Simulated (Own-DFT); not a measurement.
# What random displacements cost in zincblende GaP, 64 atoms (Ga32P32)

All numbers below are calculated, not measured. The program, named Own-DFT, is a retired in-house plane-wave density functional code that no person has reviewed. Each row is one single-point run on a periodic cell that was not relaxed, without spin or spin-orbit coupling.

Settings of every run: PBE; PseudoDojo norm-conserving scalar-relativistic files; cutoff 42 hartree; 3 x 3 x 3 k mesh centred on Gamma; Fermi-Dirac smearing of 0.1 eV.

Known limits: forces on such cells passed a denser k mesh, each cell not checked; stress not checked against mesh or cutoff.

Cell vectors in Å: (10.901, 0.000, 0.000); (0.000, 10.901, 0.000); (0.000, 0.000, 10.901). In each run every atom was moved at random and independently from its ideal site; u is the rms move along one axis. E is the free energy for each atom above the fitted value at u = 0, and F the rms of the force components.

| run | u (Å) | E (meV/atom) | F (eV/Å) | largest force (eV/Å) | P (GPa) |
|---|---|---|---|---|---|
| 1 | 0.0191 | 6.3 | 0.264 | 0.84 | 2.70 |
| 2 | 0.0209 | 7.4 | 0.288 | 0.93 | 2.72 |
| 3 | 0.0214 | 8.3 | 0.307 | 1.03 | 2.74 |
| 4 | 0.0478 | 36.4 | 0.627 | 1.78 | 3.10 |
| 5 | 0.0495 | 42.4 | 0.683 | 2.31 | 3.19 |
| 6 | 0.0498 | ? | ? | ? | ? |
| 7 | 0.0878 | 130.4 | 1.368 | 6.49 | 4.49 |
| 8 | 0.0988 | 171.8 | 1.428 | 5.01 | 5.09 |
| 9 | 0.0990 | 174.9 | 1.589 | 7.27 | 5.12 |
| 10 | 0.1587 | 408.6 | 2.463 | 9.86 | 8.70 |
| 11 | 0.1823 | 515.8 | 2.903 | 10.76 | 9.77 |

## Worked fit

For small independent moves the energy grows as E = (3/2) K u², with K the mean stiffness felt by one atom. The runs with u up to 0.11 Å give K = 11.5 ± 0.2 eV/Å², with residuals divided by u² + 0.0006 Å², since the noise grows with the moves. The scatter is 1.7 meV/atom at u = 0.05 Å. The forces follow F = G u with G = 14.4 eV/Å²; no force at u = 0 is resolved. G exceeds K because the moves of its neighbours add to the force on an atom, and stiffness differs between atoms. At u = 0.182 Å the parabola gives 572 meV/atom and the run 516. The pressure follows P = 2.59 + 254 u² GPa: at fixed volume, shortened bonds push harder than stretched ones pull.

## Withheld run

Question: what energy and rms force should run 6 give?

The fit gives 43 ± 2 meV/atom and about 0.72 eV/Å. The calculation gave 42.8 meV/atom and 0.673 eV/Å.
